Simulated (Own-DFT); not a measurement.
# Response to strain: wurtzite AlGaN with randomly placed atoms, 72 atoms (Al9Ga27N36)

Calculated results; nothing here was measured. They come from Own-DFT, an in-house plane-wave density functional program, since retired, whose code no person has reviewed. Each row is one single-point run on a periodic cell that was not relaxed, without spin or spin-orbit coupling.

Settings of every run: PBE; PseudoDojo norm-conserving scalar-relativistic files (stringent for Ga); cutoff 96 hartree; 4 x 4 x 3 k mesh centred on Gamma; Gaussian smearing of 0.01 eV.

Known limits: forces on such cells passed a denser k mesh, each cell not checked; stress not checked against mesh or cutoff.

Unstrained cell vectors in Å: (9.509, 0.000, 0.000); (-4.755, 8.235, 0.000); (0.000, 0.000, 10.268). The unstrained cell has measured lattice constants (interpolated for alloys), not those of this functional. That, the random moves and any unrelaxed bonds set the pressure at no strain. Each run strains this cell uniformly, with the atoms carried along. Every atom was also moved at random, by a Gaussian of width 0.05 Å on each axis. The random placing of the alloy's atoms differs from row to row. Strain is the symmetric tensor, in per cent. Stress is positive in tension, and the pressure is minus a third of its trace.

| run | e_xx (%) | e_yy (%) | e_zz (%) | s_xx (GPa) | s_yy (GPa) | s_zz (GPa) | P (GPa) | E (meV/atom) |
|---|---|---|---|---|---|---|---|---|
| 1 | 2.50 | 2.50 | 0.00 | 6.69 | 4.89 | -5.75 | -1.94 | 3.7 |
| 2 | -1.50 | -1.50 | 0.00 | -17.56 | -15.71 | -8.37 | 13.88 | 38.0 |
| 3 | 2.25 | 2.25 | 0.00 | 4.46 | 4.30 | -4.52 | -1.42 | 0.0 |
| 4 | -1.25 | -1.25 | 0.00 | -13.45 | -12.17 | -10.54 | 12.05 | 18.5 |
| 5 | -1.75 | -1.75 | 0.00 | -13.78 | -19.59 | -11.60 | 14.99 | 44.0 |
| 6 | 3.00 | 3.00 | 0.00 | 6.52 | 7.85 | -4.65 | -3.24 | 21.0 |
| 7 | -0.25 | -0.25 | 0.00 | -9.10 | -7.43 | -8.14 | 8.22 | 17.9 |
| 8 | -0.75 | -0.75 | 0.00 | -10.48 | -11.32 | -7.85 | 9.88 | 12.5 |
| 9 | 1.50 | 1.50 | 0.00 | ? | ? | ? | ? | ? |

E is the free energy for each atom above the lowest run shown.

## Worked fit

The change of volume is close to e_xx + e_yy + e_zz. A straight line through the runs shown gives P = 7.69 - 190 x (fractional change of volume) GPa, with an error of 6 on the slope and a scatter of 0.60 GPa. The strain isn't the same on all axes and the cell isn't cubic, so the slope belongs to this path and is not the bulk modulus.

## Withheld run

Question: what pressure should run 9 give? Its volume changes by 3.02 %.

The line gives 1.9 GPa. The calculation gave 0.95 GPa.
